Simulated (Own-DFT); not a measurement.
# Computed records: AlGa₃N₄ (wurtzite random alloy, atoms displaced)

A calculation, not a measurement: plane-wave PBE density functional theory by an unreviewed code, no spin, of a simulated periodic cell, stress positive in tension, free energy of the whole cell less one offset for each atom, forces on such cells passed a denser k mesh, this cell's mesh not checked; offsets are fitted by least squares, one for each functional and potential file, so energies compare only between cells with the same atoms and settings and are not formation energies; the far tail of each file's local potential was reset to the Coulomb form; each entry is a single point on an unrelaxed cell, so the pressure reflects the starting lattice, mostly measured values, from which strain is counted, and rises with the displacements; printed positions are rounded, which can move forces by about a meV/angstrom; the program is a retired in-house code; no spin-orbit coupling. Program: Own-DFT development build.

Settings shared by all entries: functional PBE; potential files PseudoDojo norm-conserving, scalar-relativistic, standard set with the stringent files for Ga; wave cutoff 96 hartree; occupations Gaussian; smearing width 0.01 eV; k mesh 4 x 4 x 3 centred on Gamma.

(1) 
```cif
# cell vector a (Å): 9.5092 0.0000 0.0000
# cell vector b (Å): -4.7546 8.2353 0.0000
# cell vector c (Å): 0.0000 0.0000 10.2685
data_AlGa3N4
_symmetry_space_group_name_H-M 'P 1'
_symmetry_Int_Tables_number 1
_cell_length_a 9.5092
_cell_length_b 9.5093
_cell_length_c 10.2685
_cell_angle_alpha 90.000
_cell_angle_beta 90.000
_cell_angle_gamma 120.000
_cell_volume 804.14
loop_
_atom_site_label
_atom_site_type_symbol
_atom_site_fract_x
_atom_site_fract_y
_atom_site_fract_z
_atom_site_occupancy
Ga1 Ga 0.11031 0.21993 0.00360 1
Ga2 Ga 0.21104 0.10523 0.25639 1
N1 N 0.09771 0.19575 0.18202 1
N2 N 0.22245 0.12391 0.43842 1
Al1 Al 0.10804 0.21246 0.48659 1
Ga3 Ga 0.22193 0.11071 0.76401 1
N3 N 0.14261 0.24088 0.68885 1
N4 N 0.20497 0.10233 0.93925 1
Ga4 Ga 0.09256 0.54867 0.00489 1
Al2 Al 0.20276 0.42884 0.25047 1
N5 N 0.10801 0.55166 0.18897 1
N6 N 0.22783 0.44972 0.41780 1
Al3 Al 0.10879 0.54518 0.49202 1
Ga5 Ga 0.21956 0.44827 0.74556 1
N7 N 0.12743 0.56827 0.68241 1
N8 N 0.22822 0.44076 0.93514 1
Al4 Al 0.10833 0.88076 0.00108 1
Al5 Al 0.22958 0.77144 0.23881 1
N9 N 0.11381 0.88395 0.19529 1
N10 N 0.22266 0.77436 0.43195 1
Ga6 Ga 0.11365 0.89211 0.50522 1
Ga7 Ga 0.23253 0.77701 0.74662 1
N11 N 0.12166 0.89642 0.69025 1
N12 N 0.22536 0.78630 0.93527 1
Ga8 Ga 0.45799 0.22916 0.00554 1
Ga9 Ga 0.56396 0.10980 0.24622 1
N13 N 0.43784 0.23324 0.19976 1
N14 N 0.57285 0.13996 0.44559 1
Ga10 Ga 0.44356 0.21883 0.50305 1
Ga11 Ga 0.55099 0.11027 0.75328 1
N15 N 0.45553 0.22986 0.68800 1
N16 N 0.54216 0.10279 0.93613 1
Ga12 Ga 0.43544 0.54736 0.01615 1
Ga13 Ga 0.55943 0.45034 0.24056 1
N17 N 0.44335 0.56788 0.17454 1
N18 N 0.55296 0.43955 0.43125 1
Ga14 Ga 0.44591 0.56151 0.49678 1
Ga15 Ga 0.55497 0.45232 0.75358 1
N19 N 0.45004 0.55232 0.69139 1
N20 N 0.56749 0.45708 0.94138 1
Ga16 Ga 0.44556 0.89214 0.99342 1
Ga17 Ga 0.56065 0.78491 0.23993 1
N21 N 0.43015 0.88379 0.20373 1
N22 N 0.56019 0.80037 0.44412 1
Ga18 Ga 0.44133 0.88763 0.49716 1
Al6 Al 0.54052 0.76309 0.75072 1
N23 N 0.44121 0.87367 0.67469 1
N24 N 0.55222 0.77429 0.93750 1
Ga19 Ga 0.77287 0.23783 0.01119 1
Al7 Al 0.87948 0.10025 0.25820 1
N25 N 0.78025 0.22769 0.18728 1
N26 N 0.89940 0.11219 0.44042 1
Ga20 Ga 0.78644 0.22581 0.51322 1
Ga21 Ga 0.88108 0.10463 0.75008 1
N27 N 0.79570 0.22314 0.68730 1
N28 N 0.88907 0.12082 0.92346 1
Al8 Al 0.77014 0.55964 0.00784 1
Ga22 Ga 0.87922 0.43201 0.26655 1
N29 N 0.77660 0.53306 0.19239 1
N30 N 0.87889 0.45235 0.43540 1
Al9 Al 0.77217 0.55223 0.49017 1
Ga23 Ga 0.88326 0.44449 0.75369 1
N31 N 0.77377 0.56685 0.67550 1
N32 N 0.89821 0.44099 0.94655 1
Ga24 Ga 0.77167 0.89042 0.99533 1
Ga25 Ga 0.89099 0.77282 0.25769 1
N33 N 0.77647 0.89841 0.17496 1
N34 N 0.90070 0.77881 0.43411 1
Ga26 Ga 0.78257 0.89217 0.51079 1
Ga27 Ga 0.89133 0.79260 0.75626 1
N35 N 0.76958 0.89702 0.69443 1
N36 N 0.87236 0.77649 0.93418 1
_calc_free_energy_of_cell_above_offsets '-2.404'  # eV
_calc_pressure 9.64  # GPa
_calc_stress_xx -7.95  # GPa
_calc_stress_yy -6.31  # GPa
_calc_stress_zz -14.66  # GPa
_calc_stress_yz -1.41  # GPa
_calc_stress_xz -0.6  # GPa
_calc_stress_xy 0.05  # GPa
```

Force:
```tsv
element	x (eV/Å)	y (eV/Å)	z (eV/Å)
Ga	-1.188	0.146	-2.012
Ga	1.842	-0.355	-0.81
N	-2.396	2.49	2.421
N	1.64	-2.014	0.375
Al	0.402	3.164	3.118
Ga	0.541	1.053	-2.483
N	-2.091	-2.673	-2.505
N	2.161	-0.679	2.279
Ga	5.176	2.376	0.29
Al	1.067	0.577	-3.438
N	0.226	-0.53	0.822
N	-0.992	-1.126	3.613
Al	-0.495	1.939	0.153
Ga	1.061	0.034	1.124
N	-1.9	-2.152	-1.176
N	-1.462	0.393	0.86
Al	-1.085	1.113	0.29
Al	-3.919	-1.331	2.644
N	0.215	-0.835	-1.866
N	-0.566	-0.604	-0.09
Ga	1.203	-0.073	-0.838
Ga	-1.54	0.824	0.233
N	-0.716	-0.633	0.414
N	-0.771	-1.267	0.725
Ga	-2.657	-0.206	0.297
Ga	-2.441	0.407	1.972
N	1.341	-2.225	-1.929
N	1.086	-2.988	-1.507
Ga	-1.099	1.32	-0.259
Ga	0.957	-0.431	-1.908
N	-0.441	-0.585	1.198
N	1.242	2.028	0.79
Ga	-0.048	0.256	-8.448
Ga	-1.424	0.287	1.706
N	-0.063	-1.007	8.685
N	-0.335	1.882	0.544
Ga	0.744	-0.15	-0.157
Ga	1.745	-0.941	-0.251
N	-2.015	1.518	-1.311
N	-0.364	-1.509	0.384
Ga	0.242	-1.876	1.399
Ga	-0.599	-0.349	1.542
N	3.365	2.459	-2.831
N	3.215	-2.365	-2.02
Ga	-1.809	1.778	-1.146
Al	0.808	1.286	0.06
N	0.744	1.669	3.189
N	-0.904	-0.088	-0.766
Ga	1.56	-2.851	-2.596
Al	0.493	0.723	-1.632
N	1.392	-1.986	1.788
N	-1.55	-0.067	-0.889
Ga	-0.661	0.255	-2.498
Ga	2.522	1.942	-0.434
N	-2.867	1.306	1.646
N	-0.53	-0.385	4.196
Al	1.811	0.597	-0.408
Ga	1.41	0.873	-3.007
N	-1.369	3.012	-1.896
N	3.109	-0.659	3.744
Al	-1.246	0.984	1.174
Ga	0.448	1	-0.937
N	1.272	-0.352	1.057
N	-5.462	0.471	-2.655
Ga	-0.255	1.554	-1.276
Ga	-0.031	0.144	-2.447
N	0.815	-0.552	2.702
N	-2.135	-0.594	2.167
Ga	-0.183	-0.828	-1.063
Ga	0.58	-1.05	-2.142
N	0.373	-2.609	-0.414
N	2.8	-0.933	2.444
```

(2) 
```cif
# cell vector a (Å): 9.5092 0.0000 0.0000
# cell vector b (Å): -4.7546 8.2353 0.0000
# cell vector c (Å): 0.0000 0.0000 10.2685
data_AlGa3N4
_symmetry_space_group_name_H-M 'P 1'
_symmetry_Int_Tables_number 1
_cell_length_a 9.5092
_cell_length_b 9.5093
_cell_length_c 10.2685
_cell_angle_alpha 90.000
_cell_angle_beta 90.000
_cell_angle_gamma 120.000
_cell_volume 804.14
loop_
_atom_site_label
_atom_site_type_symbol
_atom_site_fract_x
_atom_site_fract_y
_atom_site_fract_z
_atom_site_occupancy
Al1 Al 0.09409 0.22395 0.00166 1
Al2 Al 0.21954 0.10406 0.25351 1
N1 N 0.11476 0.22025 0.19689 1
N2 N 0.21894 0.10185 0.42989 1
Al3 Al 0.09839 0.22275 0.49282 1
Ga1 Ga 0.21579 0.11488 0.75568 1
N3 N 0.09854 0.21095 0.69089 1
N4 N 0.21420 0.10846 0.93859 1
Al4 Al 0.10960 0.55450 0.98832 1
Ga2 Ga 0.23179 0.45570 0.24396 1
N5 N 0.11554 0.56241 0.18159 1
N6 N 0.21804 0.43998 0.43210 1
Ga3 Ga 0.09907 0.53798 0.50383 1
Ga4 Ga 0.21956 0.43038 0.75629 1
N7 N 0.12481 0.57408 0.69361 1
N8 N 0.21685 0.45456 0.94557 1
Ga5 Ga 0.11558 0.88427 0.99424 1
Al5 Al 0.22622 0.77491 0.23504 1
N9 N 0.12056 0.89716 0.18176 1
N10 N 0.20991 0.78790 0.43195 1
Ga6 Ga 0.11577 0.89176 0.50538 1
Ga7 Ga 0.23157 0.79077 0.74399 1
N11 N 0.11238 0.88999 0.68993 1
N12 N 0.22648 0.78514 0.93045 1
Ga8 Ga 0.42714 0.20923 0.99623 1
Al6 Al 0.54657 0.10794 0.24772 1
N13 N 0.45869 0.22153 0.18139 1
N14 N 0.54553 0.11103 0.43341 1
Al7 Al 0.44036 0.21603 0.48789 1
Ga9 Ga 0.53308 0.11304 0.74547 1
N15 N 0.44349 0.21679 0.68279 1
N16 N 0.56056 0.10151 0.94628 1
Ga10 Ga 0.45518 0.56813 0.98808 1
Ga11 Ga 0.54283 0.43131 0.23789 1
N17 N 0.43720 0.56025 0.20140 1
N18 N 0.56322 0.44973 0.44027 1
Ga12 Ga 0.44486 0.55546 0.49845 1
Ga13 Ga 0.58067 0.46686 0.74184 1
N19 N 0.45965 0.54727 0.68801 1
N20 N 0.55006 0.43538 0.95033 1
Ga14 Ga 0.43721 0.88217 0.99789 1
Ga15 Ga 0.56113 0.77175 0.24334 1
N21 N 0.44911 0.90271 0.18676 1
N22 N 0.54793 0.77265 0.44518 1
Ga16 Ga 0.45127 0.91246 0.49159 1
Ga17 Ga 0.55677 0.77520 0.75875 1
N23 N 0.44396 0.88393 0.69573 1
N24 N 0.55642 0.78715 0.93611 1
Ga18 Ga 0.77657 0.23533 0.99508 1
Ga19 Ga 0.87542 0.12086 0.25664 1
N25 N 0.76517 0.22808 0.17882 1
N26 N 0.88469 0.10470 0.43403 1
Ga20 Ga 0.76398 0.21461 0.50947 1
Ga21 Ga 0.90142 0.12224 0.75964 1
N27 N 0.78958 0.22017 0.68495 1
N28 N 0.86914 0.09587 0.94703 1
Ga22 Ga 0.75683 0.52574 0.01023 1
Ga23 Ga 0.89692 0.45533 0.26249 1
N29 N 0.78284 0.57009 0.18268 1
N30 N 0.90993 0.45137 0.42833 1
Ga24 Ga 0.76903 0.55220 0.49515 1
Ga25 Ga 0.91036 0.46835 0.75123 1
N31 N 0.78366 0.56033 0.67865 1
N32 N 0.91052 0.45028 0.93586 1
Al8 Al 0.77484 0.89770 0.00846 1
Ga26 Ga 0.87249 0.76069 0.25110 1
N33 N 0.78572 0.88974 0.20359 1
N34 N 0.91931 0.77417 0.44338 1
Ga27 Ga 0.77254 0.88803 0.50476 1
Al9 Al 0.89842 0.79014 0.74134 1
N35 N 0.76900 0.88385 0.68785 1
N36 N 0.89406 0.77871 0.95257 1
_calc_free_energy_of_cell_above_offsets '-0.650'  # eV
_calc_pressure 10.17  # GPa
_calc_stress_xx -11.01  # GPa
_calc_stress_yy -9.81  # GPa
_calc_stress_zz -9.69  # GPa
_calc_stress_yz -0.36  # GPa
_calc_stress_xz -1.43  # GPa
_calc_stress_xy -1.34  # GPa
```

Force:
```tsv
element	x (eV/Å)	y (eV/Å)	z (eV/Å)
Al	1.511	-0.589	1.628
Al	-0.323	-0.114	-1.745
N	-0.72	0.434	-1.582
N	-0.528	2.822	1.75
Al	1.792	-0.573	-0.283
Ga	1.61	-0.6	-1.043
N	1.901	2.082	-2.284
N	-1.719	1.093	0.13
Al	0.488	3.367	2.557
Ga	-3.179	-2.586	0.631
N	-0.143	-0.361	-0.991
N	0.416	-0.453	1.706
Ga	2.788	4.002	0.713
Ga	0.168	2.048	-0.808
N	1.234	-2.411	-1.026
N	2.393	-2.279	-0.859
Ga	-1.495	0.28	1.462
Al	-1.489	1.696	1.938
N	0.464	-0.985	0.712
N	4.487	-1.842	-1.008
Ga	1.029	1.51	0.348
Ga	-0.377	-0.223	0.494
N	-0.762	0.901	0.621
N	0.438	-2.098	0.505
Ga	1.676	-0.086	0.249
Al	1.539	0.79	-0.557
N	-2.774	-0.837	0.94
N	1.12	3.409	-1.388
Al	-1.694	1.281	1.258
Ga	5.273	-2.125	2.537
N	-3.347	2.624	-1.891
N	-2.51	1.478	-2.176
Ga	-0.786	-1.357	1.647
Ga	0.468	1.982	1.368
N	3.558	-0.374	-3.138
N	-1.75	-2.723	-1.568
Ga	-0.662	-0.463	0.037
Ga	0.314	-3.701	2.025
N	-4.228	1.052	0.318
N	-1.014	0.032	-2.22
Ga	-0.038	1.063	0.681
Ga	-1.276	2.424	1.973
N	0.578	-2.395	0.291
N	0.095	1.415	-1.092
Ga	-0.501	-6.3	1.681
Ga	-0.46	0.272	-2.63
N	0.93	1.639	-1.768
N	1.648	-0.631	2.099
Ga	0.652	-1.366	0.149
Ga	1.394	-0.208	-2.04
N	0.615	0.299	2.381
N	-0.717	0.759	2.145
Ga	1.277	0.858	-2.018
Ga	-3.206	-3.027	0.284
N	-1.796	1.385	1.883
N	1.427	3.424	-0.642
Ga	2.36	3.33	-1.879
Ga	-0.321	-0.369	-5.551
N	-0.014	-5.057	1.304
N	-4.099	-2.929	3.96
Ga	3.038	1.579	-0.248
Ga	-1.118	-1.872	-0.731
N	1.991	1.442	1.339
N	-3.544	-1.008	-0.414
Al	1.897	-2.889	0.702
Ga	2.617	4.968	1.753
N	-1.776	0.872	-2.287
N	-6.067	-1.915	-1.599
Ga	0.795	-0.802	-1.094
Al	-0.965	-1.055	1.666
N	1.914	0.77	1.175
N	-2.495	-0.782	-2.48
```

(3) 
```cif
# cell vector a (Å): 9.5092 0.0000 0.0000
# cell vector b (Å): -4.7546 8.2353 0.0000
# cell vector c (Å): 0.0000 0.0000 10.2685
data_AlGa3N4
_symmetry_space_group_name_H-M 'P 1'
_symmetry_Int_Tables_number 1
_cell_length_a 9.5092
_cell_length_b 9.5093
_cell_length_c 10.2685
_cell_angle_alpha 90.000
_cell_angle_beta 90.000
_cell_angle_gamma 120.000
_cell_volume 804.14
loop_
_atom_site_label
_atom_site_type_symbol
_atom_site_fract_x
_atom_site_fract_y
_atom_site_fract_z
_atom_site_occupancy
Ga1 Ga 0.10509 0.21601 0.00689 1
Ga2 Ga 0.23314 0.11878 0.24684 1
N1 N 0.11937 0.22106 0.18444 1
N2 N 0.21342 0.10657 0.44116 1
Ga3 Ga 0.11159 0.22594 0.50768 1
Ga4 Ga 0.23312 0.12012 0.74581 1
N3 N 0.11391 0.23504 0.69645 1
N4 N 0.22081 0.10966 0.95183 1
Al1 Al 0.11163 0.55659 0.00052 1
Al2 Al 0.22179 0.45312 0.23774 1
N5 N 0.11610 0.55679 0.19415 1
N6 N 0.21706 0.43885 0.44074 1
Ga5 Ga 0.11744 0.55552 0.51126 1
Ga6 Ga 0.21716 0.44655 0.73799 1
N7 N 0.11093 0.54875 0.67684 1
N8 N 0.22458 0.44527 0.93995 1
Ga7 Ga 0.10998 0.88322 0.99588 1
Al3 Al 0.22304 0.77106 0.25117 1
N9 N 0.10977 0.89942 0.18186 1
N10 N 0.23487 0.77572 0.42982 1
Ga8 Ga 0.10673 0.88189 0.51396 1
Ga9 Ga 0.22735 0.77498 0.74933 1
N11 N 0.10261 0.88271 0.67995 1
N12 N 0.21198 0.78865 0.93731 1
Ga10 Ga 0.43847 0.21607 0.01594 1
Ga11 Ga 0.55470 0.10296 0.24878 1
N13 N 0.44259 0.21687 0.18709 1
N14 N 0.54845 0.10652 0.43772 1
Ga12 Ga 0.43244 0.22087 0.49175 1
Al4 Al 0.57006 0.11368 0.74515 1
N15 N 0.46119 0.22753 0.69445 1
N16 N 0.54106 0.10391 0.93533 1
Ga13 Ga 0.46059 0.56694 0.99920 1
Al5 Al 0.55397 0.44721 0.24758 1
N17 N 0.44171 0.57796 0.19153 1
N18 N 0.54870 0.44955 0.43066 1
Ga14 Ga 0.44401 0.55034 0.50597 1
Ga15 Ga 0.55403 0.44374 0.74879 1
N19 N 0.44216 0.55596 0.68603 1
N20 N 0.56430 0.45192 0.92562 1
Ga16 Ga 0.45554 0.89171 0.00354 1
Ga17 Ga 0.56630 0.76943 0.24710 1
N21 N 0.45582 0.90536 0.19045 1
N22 N 0.55989 0.78348 0.44190 1
Ga18 Ga 0.44436 0.88844 0.49258 1
Ga19 Ga 0.57191 0.77344 0.74989 1
N23 N 0.45361 0.88003 0.69306 1
N24 N 0.54519 0.77850 0.92871 1
Al6 Al 0.78322 0.20812 0.02332 1
Ga20 Ga 0.89220 0.11380 0.25335 1
N25 N 0.76319 0.21532 0.18787 1
N26 N 0.89871 0.09780 0.42951 1
Ga21 Ga 0.79761 0.22741 0.50854 1
Al7 Al 0.90977 0.12194 0.76254 1
N27 N 0.77885 0.22260 0.69318 1
N28 N 0.89038 0.10602 0.94282 1
Al8 Al 0.78832 0.55911 0.00851 1
Ga22 Ga 0.88039 0.43830 0.24484 1
N29 N 0.77192 0.55198 0.19840 1
N30 N 0.89452 0.44620 0.45395 1
Ga23 Ga 0.77197 0.55730 0.50341 1
Ga24 Ga 0.88477 0.43498 0.74443 1
N31 N 0.78375 0.56854 0.69587 1
N32 N 0.89089 0.45014 0.95176 1
Ga25 Ga 0.78542 0.89858 0.00213 1
Ga26 Ga 0.88582 0.79073 0.25331 1
N33 N 0.77415 0.87489 0.18033 1
N34 N 0.88813 0.79184 0.44159 1
Ga27 Ga 0.77886 0.88750 0.49799 1
Al9 Al 0.88910 0.78075 0.74834 1
N35 N 0.77965 0.88795 0.68690 1
N36 N 0.89477 0.77464 0.94983 1
_calc_free_energy_of_cell_above_offsets '-2.628'  # eV
_calc_pressure 9.87  # GPa
_calc_stress_xx -7.97  # GPa
_calc_stress_yy -9.22  # GPa
_calc_stress_zz -12.42  # GPa
_calc_stress_yz -0.68  # GPa
_calc_stress_xz 1.17  # GPa
_calc_stress_xy -0.14  # GPa
```

Force:
```tsv
element	x (eV/Å)	y (eV/Å)	z (eV/Å)
Ga	1.665	1.449	-1.698
Ga	-1.359	-1.979	1.203
N	-1.889	1.811	2.063
N	0.168	-0.019	-0.019
Ga	0.522	-0.719	-1.241
Ga	0.418	-0.663	1.613
N	0.684	-2.893	-0.81
N	-0.399	0.429	-2.407
Al	0.316	0.622	-0.357
Al	1.308	-1.574	1.948
N	-1.581	0.121	-1.547
N	0.562	0.578	-1.475
Ga	-0.059	0.895	-6.033
Ga	1.855	1.789	3.141
N	-1.644	1.082	5.479
N	-0.908	0.477	0.059
Ga	-1.893	2.438	1.775
Al	-0.664	1.944	-0.897
N	1.309	-1.706	2.015
N	-2.48	-0.706	0.914
Ga	0.674	0.346	-6.087
Ga	0.062	0.602	0.322
N	0.503	0.717	5.492
N	4.872	-3.739	-0.744
Ga	0.64	0.707	-4.909
Ga	-1.544	2.202	2.376
N	0.961	2.761	3.213
N	0.9	1.754	0.353
Ga	1.823	0.129	0.99
Al	-2.045	-1.957	1.446
N	-0.719	-1.282	-1.645
N	2.408	1.48	0.082
Ga	-0.905	-1.336	-0.657
Al	-0.51	-0.292	-0.02
N	1.054	-6.28	-1.739
N	1.355	-0.845	-0.07
Ga	-1.341	1.311	-1.565
Ga	0.26	0.61	-0.633
N	0.56	-0.581	0.814
N	0.521	0.012	4.334
Ga	-2.396	0.196	-0.528
Ga	-1.964	4.613	2.821
N	-0.322	-5.315	-0.867
N	0.537	-1.216	-0.963
Ga	0.844	0.236	1.716
Ga	-2.274	0.03	-0.65
N	-1.152	1.591	-0.929
N	2.365	0.19	1.648
Al	-2.009	1.403	-5.931
Ga	0.493	-0.39	-1.391
N	2.576	0.831	2.427
N	-1.657	2.004	2.127
Ga	-1.432	-1.425	-1.625
Al	-2.271	-1.714	-1.13
N	2.316	-1.487	0.303
N	-1.352	1.78	-0.461
Al	-1.529	-0.349	-0.847
Ga	0.823	0.938	1.756
N	-0.529	0.452	-1.172
N	-0.926	0.126	-1.874
Ga	0.512	0.199	-0.336
Ga	-0.64	2.596	1.828
N	0.268	-1.176	-0.937
N	1.215	-1.839	-0.376
Ga	0.249	-3.275	-1.308
Ga	3.656	-1.318	0.408
N	-1.481	2.929	0.61
N	2.481	-2.69	-0.768
Ga	-1.863	0.391	1.294
Al	0.355	0.125	1.415
N	2.028	2.215	1.042
N	-2.378	-0.346	-2.378
```

(4) 
```cif
# cell vector a (Å): 9.5092 0.0000 0.0000
# cell vector b (Å): -4.7546 8.2353 0.0000
# cell vector c (Å): 0.0000 0.0000 10.2685
data_AlGa3N4
_symmetry_space_group_name_H-M 'P 1'
_symmetry_Int_Tables_number 1
_cell_length_a 9.5092
_cell_length_b 9.5093
_cell_length_c 10.2685
_cell_angle_alpha 90.000
_cell_angle_beta 90.000
_cell_angle_gamma 120.000
_cell_volume 804.14
loop_
_atom_site_label
_atom_site_type_symbol
_atom_site_fract_x
_atom_site_fract_y
_atom_site_fract_z
_atom_site_occupancy
Ga1 Ga 0.11928 0.23356 0.99846 1
Ga2 Ga 0.23018 0.12023 0.25036 1
N1 N 0.10480 0.21545 0.18941 1
N2 N 0.22236 0.12053 0.43126 1
Al1 Al 0.12160 0.22950 0.50839 1
Ga3 Ga 0.20429 0.10300 0.75129 1
N3 N 0.09303 0.20622 0.69092 1
N4 N 0.21100 0.08228 0.94843 1
Ga4 Ga 0.11808 0.54747 0.99958 1
Al2 Al 0.23610 0.45067 0.25555 1
N5 N 0.12166 0.55271 0.17963 1
N6 N 0.20923 0.44366 0.41445 1
Ga5 Ga 0.10252 0.55102 0.48989 1
Ga6 Ga 0.21640 0.45129 0.75265 1
N7 N 0.08721 0.53160 0.69286 1
N8 N 0.22761 0.44006 0.94435 1
Ga7 Ga 0.11981 0.89333 0.00592 1
Ga8 Ga 0.23156 0.78097 0.25053 1
N9 N 0.09923 0.87715 0.19348 1
N10 N 0.23330 0.78506 0.43160 1
Al3 Al 0.10946 0.89422 0.50227 1
Al4 Al 0.21837 0.78281 0.74300 1
N11 N 0.11139 0.89534 0.70554 1
N12 N 0.21017 0.76766 0.94680 1
Ga9 Ga 0.42717 0.23490 0.99786 1
Ga10 Ga 0.56377 0.10536 0.24371 1
N13 N 0.45128 0.22974 0.19073 1
N14 N 0.55118 0.12256 0.43354 1
Al5 Al 0.44374 0.21539 0.50577 1
Ga11 Ga 0.56194 0.10140 0.75902 1
N15 N 0.43298 0.21880 0.69715 1
N16 N 0.54355 0.09649 0.93431 1
Ga12 Ga 0.43809 0.54591 0.02017 1
Ga13 Ga 0.54767 0.42355 0.25783 1
N17 N 0.43737 0.54833 0.18148 1
N18 N 0.56817 0.45507 0.44347 1
Al6 Al 0.45352 0.57515 0.50340 1
Ga14 Ga 0.56024 0.45133 0.75129 1
N19 N 0.43209 0.54002 0.69185 1
N20 N 0.56353 0.45655 0.92574 1
Ga15 Ga 0.44837 0.89856 0.00503 1
Ga16 Ga 0.54834 0.76672 0.24015 1
N21 N 0.44576 0.87586 0.19560 1
N22 N 0.55306 0.79210 0.43568 1
Ga17 Ga 0.43020 0.87960 0.50756 1
Ga18 Ga 0.55362 0.78182 0.75203 1
N23 N 0.43294 0.87312 0.69517 1
N24 N 0.56295 0.76845 0.94777 1
Ga19 Ga 0.77287 0.21307 0.99202 1
Al7 Al 0.89134 0.10245 0.24015 1
N25 N 0.78389 0.21856 0.20756 1
N26 N 0.88885 0.11007 0.43856 1
Al8 Al 0.78099 0.21397 0.50292 1
Ga20 Ga 0.89260 0.11515 0.74677 1
N27 N 0.77728 0.21747 0.69600 1
N28 N 0.88994 0.10017 0.94196 1
Ga21 Ga 0.77728 0.54246 0.99998 1
Ga22 Ga 0.89689 0.43671 0.23369 1
N29 N 0.78388 0.55288 0.19255 1
N30 N 0.87469 0.43144 0.42886 1
Ga23 Ga 0.77322 0.54937 0.49930 1
Al9 Al 0.89764 0.45945 0.76405 1
N31 N 0.77298 0.55439 0.68358 1
N32 N 0.87848 0.43207 0.92661 1
Ga24 Ga 0.77937 0.89014 0.98694 1
Ga25 Ga 0.88713 0.79419 0.25019 1
N33 N 0.77847 0.89577 0.18118 1
N34 N 0.87252 0.76694 0.42655 1
Ga26 Ga 0.78435 0.89971 0.50980 1
Ga27 Ga 0.87698 0.77979 0.74381 1
N35 N 0.78566 0.89872 0.68135 1
N36 N 0.89754 0.76177 0.93051 1
_calc_free_energy_of_cell_above_offsets '-0.043'  # eV
_calc_pressure 10.29  # GPa
_calc_stress_xx -8.68  # GPa
_calc_stress_yy -9.31  # GPa
_calc_stress_zz -12.88  # GPa
_calc_stress_yz 1.52  # GPa
_calc_stress_xz 0.81  # GPa
_calc_stress_xy -0.6  # GPa
```

Force:
```tsv
element	x (eV/Å)	y (eV/Å)	z (eV/Å)
Ga	-0.274	-3.928	1.358
Ga	-0.74	-1.755	-0.906
N	0.781	1.775	-0.305
N	0.643	-0.63	3.226
Al	-1.424	-0.258	-2.171
Ga	1.862	2.353	1.504
N	2.75	3.311	-1.487
N	-1.138	8.008	-2.818
Ga	-1.765	0.959	-0.374
Al	-1.735	-1.588	-5.269
N	0.431	-0.14	1.833
N	1.613	-0.184	7.623
Ga	-0.939	-0.385	0.053
Ga	1.236	-1.378	0.24
N	1.539	3.781	-1.718
N	-0.068	0.96	-1.998
Ga	-1.216	-6.514	1.863
Ga	-2.062	-1.08	-1.244
N	2.063	1.92	0.048
N	-3.585	-1.19	2.104
Al	-0.3	-0.392	-1.153
Al	-0.293	-1.592	2.463
N	0.386	-3.025	-4.034
N	2.129	0.47	-2.178
Ga	2.231	-0.564	-0.44
Ga	-1.124	0.082	1.541
N	0.112	-3.703	-2.321
N	1.607	-1.298	1.353
Al	-0.978	1.505	0.375
Ga	-1.937	0.863	-2.496
N	0.972	-0.42	-1.116
N	0	2.853	2.088
Ga	1.563	1.299	-7.732
Ga	1.432	4.915	1.089
N	1.037	-0.596	6.837
N	-4.449	-2.166	-0.059
Al	0.453	-1.433	-0.739
Ga	-0.321	-1.593	-2.054
N	-0.546	2.212	-1.789
N	-0.953	-1.498	3.753
Ga	-0.085	-3.807	0.163
Ga	2.377	0.788	1.656
N	-1.3	2.416	-1.799
N	1.319	-1.754	0.621
Ga	1.752	2.63	-0.669
Ga	1.36	-1.763	1.012
N	-0.835	0.901	-0.46
N	-2.502	0.118	-1.37
Ga	0.106	-0.161	0.951
Al	-0.616	1.093	2.003
N	0.6	-1.545	-3.366
N	1.075	1.094	-0.313
Al	-1.591	0.846	-0.717
Ga	-2.303	-0.967	1.818
N	-0.668	1.25	-1.334
N	-0.212	2.917	-1.336
Ga	-0.61	1.596	1.032
Ga	-0.752	1.991	1.924
N	-1.159	-0.186	-0.977
N	1.335	0.334	1.234
Ga	2.123	0.761	-0.613
Al	-2.9	-1.935	-4.403
N	1.568	0.312	0.99
N	1.34	-0.573	4.282
Ga	2.275	-2.458	1.732
Ga	0.544	-2.428	-1.186
N	-0.818	-0.951	-0.156
N	1.406	1.95	3.698
Ga	-0.273	-1.17	-4.465
Ga	1.819	-1.286	1.361
N	-1.759	-1.114	3.196
N	-1.611	1.141	0.534
```
